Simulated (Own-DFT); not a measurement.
# Response to strain: wurtzite AlN, 128 atoms (Al64N64)

Calculated results; nothing here was measured. They come from Own-DFT, an in-house plane-wave density functional program, since retired, whose code no person has reviewed. Each row is one single-point run on a periodic cell that was not relaxed, without spin or spin-orbit coupling.

Settings of every run: PBE; PseudoDojo norm-conserving scalar-relativistic files; cutoff 42 hartree; 3 x 3 x 3 k mesh centred on Gamma; Gaussian smearing of 0.01 eV.

Known limits: k mesh not checked against a denser one; stress not checked against mesh or cutoff.

Unstrained cell vectors in Å: (12.448, 0.000, 0.000); (-6.224, 10.780, 0.000); (0.000, 0.000, 9.964). The unstrained cell has measured lattice constants (interpolated for alloys), not those of this functional. That, the random moves and any unrelaxed bonds set the pressure at no strain. Each run strains this cell uniformly, with the atoms carried along. Every atom was also moved at random, by a Gaussian of width 0.05 Å on each axis. Strain is the symmetric tensor, in per cent. Stress is positive in tension, and the pressure is minus a third of its trace.

```
run,e_xx (%),e_yy (%),e_zz (%),s_xx (GPa),s_yy (GPa),s_zz (GPa),P (GPa),E (meV/atom)
1,0.00,0.00,-2.00,-5.03,-8.49,-16.10,9.87,22.2
2,0.00,0.00,3.00,-3.11,-3.52,7.01,-0.13,0.0
3,0.00,0.00,-1.00,-7.35,-4.91,-11.57,7.94,20.7
4,0.00,0.00,1.50,-3.92,-3.82,-0.19,2.64,5.7
5,0.00,0.00,-0.75,-7.16,-6.09,-7.85,7.04,11.4
6,0.00,0.00,0.75,-4.89,-4.97,-2.34,4.07,4.7
7,0.00,0.00,1.25,-5.26,-4.27,0.05,3.16,7.1
8,0.00,0.00,0.50,-3.93,-6.98,-3.62,4.84,16.3
9,0.00,0.00,-1.75,?,?,?,?,?
```

E is the free energy for each atom above the lowest run shown.

## Worked fit

The change of volume is close to e_xx + e_yy + e_zz. A straight line through the runs shown gives P = 5.75 - 201 x (fractional change of volume) GPa, with an error of 4 on the slope and a scatter of 0.17 GPa. The strain isn't the same on all axes and the cell isn't cubic, so the slope belongs to this path and is not the bulk modulus.

## Withheld run

Question: what pressure should run 9 give? Its volume changes by -1.75 %.

The line gives 9.3 GPa. The calculation gave 9.04 GPa.
